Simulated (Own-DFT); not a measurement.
# Point defects and the pressure they add: zincblende GaAs

Source: density functional calculations with Own-DFT, an unreviewed in-house program that is no longer used. Nothing was measured or relaxed, and spin and spin-orbit coupling are left out.

Common settings: PBE; PseudoDojo norm-conserving scalar-relativistic files; cutoff 42 hartree; 3 x 3 x 3 k mesh centred on Gamma; Fermi-Dirac smearing of 0.1 eV.

Keep in mind (not all hold for every row): not probed for a lower state with spin; forces not confirmed at this smearing and k mesh; stress not checked against mesh or cutoff.

All runs share one cell, with vectors in Å (10.862, 0.000, 0.000); (0.000, 10.862, 0.000); (0.000, 0.000, 11.796) and a volume of 1391.7 Å³, strained against the parent crystal. u is the rms random offset of the atoms per axis. The defect's site can differ from row to row.

| cell | formula | u (Å) | P (GPa) |
|---|---|---|---|
| no defect | As32Ga32 | 0.0312 | 6.70 |
| no defect | As32Ga32 | 0.0478 | 7.00 |
| no defect | As32Ga32 | 0.0510 | 7.13 |
| one As vacancy and one Ga vacancy | As31Ga31 | 0.0336 | 6.04 |
| one As vacancy and one Ga vacancy | As31Ga31 | 0.0475 | 6.23 |
| one As vacancy and one Ga vacancy | As31Ga31 | 0.0531 | 6.28 |
| one Al on a Ga site | AlAs32Ga31 | 0.0316 | 6.72 |
| one Al on a Ga site | AlAs32Ga31 | 0.0497 | 7.09 |
| one Al on a Ga site | AlAs32Ga31 | 0.0514 | 7.16 |
| one In on a Ga site | As32Ga31In | 0.0314 | 7.48 |
| one In on a Ga site | As32Ga31In | 0.0319 | 7.39 |
| one In on a Ga site | As32Ga31In | 0.0321 | 7.53 |
| one P on an As site | As31Ga32P | 0.0315 | 6.40 |
| one P on an As site | As31Ga32P | 0.0320 | 6.38 |
| one P on an As site | As31Ga32P | 0.0481 | ? |
| one P on an As site | As31Ga32P | 0.0489 | 6.69 |

## Worked fit

P = P0 + c u² + a shift for each defect gives P0 = 6.51 GPa, c = 222 ± 22 GPa/Å² and a scatter of 0.05 GPa. The shifts, and each times the cell's volume:

- one In on a Ga site: 0.73 ± 0.05 GPa, 6.4 eV
- one Al on a Ga site: 0.02 ± 0.04 GPa, 0.2 eV (not resolved)
- one P on an As site: -0.35 ± 0.04 GPa, -3.0 eV
- one As vacancy and one Ga vacancy: -0.78 ± 0.04 GPa, -6.8 eV

A positive shift means that the defect pushes the cell outwards. Shift times volume (160.2 GPa Å³ is 1 eV) depends little on the cell's size, so, taken for each site, it can be compared between cells at like pressure. The atoms around the defects weren't relaxed, which would change these numbers.

## Withheld run

Question: what pressure belongs in the blank (one P on an As site, u = 0.0481 Å)?

The fit gives 6.68 ± 0.06 GPa. The calculation gave 6.67 GPa.
